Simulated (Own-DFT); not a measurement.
# Response to strain: wurtzite AlGaN with randomly placed atoms, 72 atoms (Al9Ga27N36)

Calculated results; nothing here was measured. The program, named Own-DFT, is a retired in-house plane-wave density functional code that no person has reviewed. Each row is one single-point run on a periodic cell that was not relaxed, without spin or spin-orbit coupling.

Settings of every run: PBE; PseudoDojo norm-conserving scalar-relativistic files; cutoff 42 hartree; 4 x 4 x 3 k mesh centred on Gamma; Fermi-Dirac smearing of 0.1 eV.

Known limits: forces on such cells passed a denser k mesh, each cell not checked; stress not checked against mesh or cutoff.

Unstrained cell vectors in Å: (9.509, 0.000, 0.000); (-4.755, 8.235, 0.000); (0.000, 0.000, 10.268). The unstrained cell has measured lattice constants (interpolated for alloys), not those of this functional. That, the random moves and any unrelaxed bonds set the pressure at no strain. Each run strains this cell uniformly, with the atoms carried along. Every atom was also moved at random, by a Gaussian of width 0.05 Å on each axis. The random placing of the alloy's atoms differs from row to row. Strain is the symmetric tensor, in per cent. Stress is positive in tension, and the pressure is minus a third of its trace.

```
run,e_xx (%),e_yy (%),e_zz (%),s_xx (GPa),s_yy (GPa),s_zz (GPa),P (GPa),E (meV/atom)
1,2.25,2.25,0.00,4.12,2.01,-5.34,-0.27,25.4
2,1.75,1.75,0.00,2.85,1.66,-6.68,0.73,0.0
3,-1.75,-1.75,0.00,-18.05,-17.40,-10.46,15.30,41.9
4,-1.25,-1.25,0.00,-13.64,-15.08,-9.91,12.87,30.0
5,-2.50,-2.50,0.00,-21.60,-22.42,-13.07,19.03,65.0
6,0.50,0.50,0.00,-3.54,-4.96,-8.19,5.56,17.7
7,-1.50,-1.50,0.00,-16.78,-16.41,-9.62,14.27,34.8
8,2.75,2.75,0.00,5.95,5.56,-4.09,-2.47,3.8
9,1.25,1.25,0.00,?,?,?,?,?
```

E is the free energy for each atom above the lowest run shown.

## Worked fit

The change of volume is close to e_xx + e_yy + e_zz. A straight line through the runs shown gives P = 8.33 - 201 x (fractional change of volume) GPa, with an error of 5 on the slope and a scatter of 0.59 GPa. The strain isn't the same on all axes and the cell isn't cubic, so the slope belongs to this path and is not the bulk modulus.

## Withheld run

Question: what pressure should run 9 give? Its volume changes by 2.52 %.

The line gives 3.3 GPa. The calculation gave 2.10 GPa.
